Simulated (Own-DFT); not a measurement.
# How strain changes the stress of zincblende GaAs, 64 atoms (As32Ga32)

Calculated results; nothing here was measured. They come from Own-DFT, an in-house plane-wave density functional program, since retired, whose code no person has reviewed. Each row is one single-point run on a periodic cell that was not relaxed, without spin or spin-orbit coupling.

Settings of every run: PBE; PseudoDojo norm-conserving scalar-relativistic files; cutoff 42 hartree; 3 x 3 x 3 k mesh centred on Gamma; Fermi-Dirac smearing of 0.1 eV.

Known limits: forces not confirmed at this smearing and k mesh; stress not checked against mesh or cutoff.

Unstrained cell vectors in Å: (11.307, 0.000, 0.000); (0.000, 11.307, 0.000); (0.000, 0.000, 11.307). The unstrained cell has measured lattice constants (interpolated for alloys), not those of this functional. That, the random moves and any unrelaxed bonds set the pressure at no strain. Each run strains this cell uniformly, with the atoms carried along. Every atom was also moved at random, by a Gaussian of width 0.05 Å on each axis. Strain is the symmetric tensor, in per cent. Stress is positive in tension, and the pressure is minus a third of its trace.

| run | e_xx (%) | e_yy (%) | e_zz (%) | e_yz (%) | e_xz (%) | e_xy (%) | s_xx (GPa) | s_yy (GPa) | s_zz (GPa) | s_yz (GPa) | s_xz (GPa) | s_xy (GPa) | P (GPa) | E (meV/atom) |
|---|---|---|---|---|---|---|---|---|---|---|---|---|---|---|
| 1 | -0.98 | 0.01 | 0.83 | 1.48 | 0.48 | -0.39 | -4.62 | -4.13 | -3.62 | 1.98 | 0.80 | -0.85 | 4.12 | 13.6 |
| 2 | 0.70 | -0.58 | -1.89 | 0.57 | -0.60 | 0.60 | -4.71 | -5.42 | -6.28 | 0.86 | -0.55 | 1.36 | 5.47 | 25.5 |
| 3 | -0.94 | -1.73 | -0.56 | -1.23 | -1.15 | 0.80 | -6.83 | -7.35 | -6.65 | -2.83 | -2.46 | 0.72 | 6.94 | 44.0 |
| 4 | -0.86 | 0.70 | -1.73 | -1.49 | 0.15 | 1.90 | -5.96 | -5.03 | -6.43 | -2.27 | -0.44 | 2.91 | 5.81 | 41.0 |
| 5 | 1.84 | -0.47 | -0.80 | -1.83 | -1.79 | -0.02 | -2.73 | -4.14 | -4.33 | -2.08 | -2.37 | 0.18 | 3.74 | 24.3 |
| 6 | -0.93 | -0.73 | -1.18 | 1.60 | 0.78 | 1.70 | -6.66 | -6.57 | -6.75 | 2.88 | 1.31 | 2.73 | 6.66 | 45.3 |
| 7 | 0.44 | 1.22 | 1.49 | 1.14 | 1.47 | -0.21 | -2.17 | -1.71 | -1.60 | 1.34 | 1.94 | 0.05 | 1.83 | 1.1 |
| 8 | 0.15 | -1.78 | 1.74 | 1.75 | -1.51 | -1.75 | -4.04 | -5.10 | -3.15 | 2.36 | -2.55 | -2.27 | 4.10 | 18.7 |
| 9 | -0.44 | 0.84 | 1.54 | -1.20 | 1.55 | 1.20 | -3.16 | -2.51 | -2.06 | -1.56 | 2.09 | 1.65 | 2.58 | 0.0 |
| 10 | -0.36 | 0.69 | -1.41 | 1.69 | 0.54 | -1.11 | -4.95 | -4.29 | -5.39 | 2.13 | 1.39 | -1.46 | 4.88 | 17.7 |
| 11 | 1.74 | -0.85 | 1.10 | -1.97 | 0.24 | -0.74 | -1.93 | -3.43 | -2.43 | -2.87 | -0.26 | -1.64 | 2.60 | 3.4 |
| 12 | 0.17 | 1.49 | -1.77 | 0.41 | 0.97 | 1.91 | -4.46 | -3.55 | -5.25 | 0.18 | 1.64 | 3.45 | 4.42 | 28.0 |
| 13 | 1.87 | -0.32 | 1.20 | -0.54 | 0.81 | -0.67 | -1.57 | -2.84 | -1.94 | -0.71 | 1.43 | -0.74 | 2.12 | 6.0 |
| 14 | -1.39 | -0.86 | -1.31 | 0.07 | 1.98 | -1.84 | -7.48 | -7.05 | -7.42 | 0.42 | 3.66 | -3.75 | 7.32 | 52.4 |
| 15 | -1.16 | -0.13 | 1.46 | 1.59 | -1.34 | 1.05 | ? | ? | ? | ? | ? | ? | ? | ? |

E is the free energy for each atom above the lowest run shown.

## Worked fit

Each stress component was fitted by least squares to a constant and the strains of the runs shown, as fractions, with shears doubled. Shear strains stay in the fit of a normal stress only where such slopes are resolved. The slopes, in GPa:

| stress | at no strain | per e_xx | per e_yy | per e_zz | scatter |
|---|---|---|---|---|---|
| s_xx | -4.2 | 121 ± 5 | 61 ± 5 | 64 ± 4 | 0.18 |
| s_yy | -4.2 | 63 ± 4 | 119 ± 4 | 61 ± 3 | 0.16 |
| s_zz | -4.2 | 62 ± 4 | 66 ± 4 | 118 ± 3 | 0.16 |

Each shear stress against twice its own strain: yz 73 ± 6, xz 82 ± 6, xy 83 ± 3 GPa. These are stiffnesses along x, y and z of the frame in which the cell vectors are given, which need not be the crystal's axes. The atoms are held to the strained lattice; where symmetry lets them move under strain, relaxing them would lower some slopes. The table should be nearly symmetric about its diagonal, and what it lacks of that shows the noise. A ninth of its sum, 82 ± 2 GPa, estimates the bulk modulus near the mean pressure of these runs, 4.5 GPa, so it lies above the value at zero pressure.

## Withheld run

Question: what normal stresses and pressure should run 15 give?

The fit gives s_xx = -4.8, s_yy = -4.2, s_zz = -3.3 and P = 4.1 GPa. The calculation gave -4.55, -3.99, -3.19 and P = 3.91 GPa.
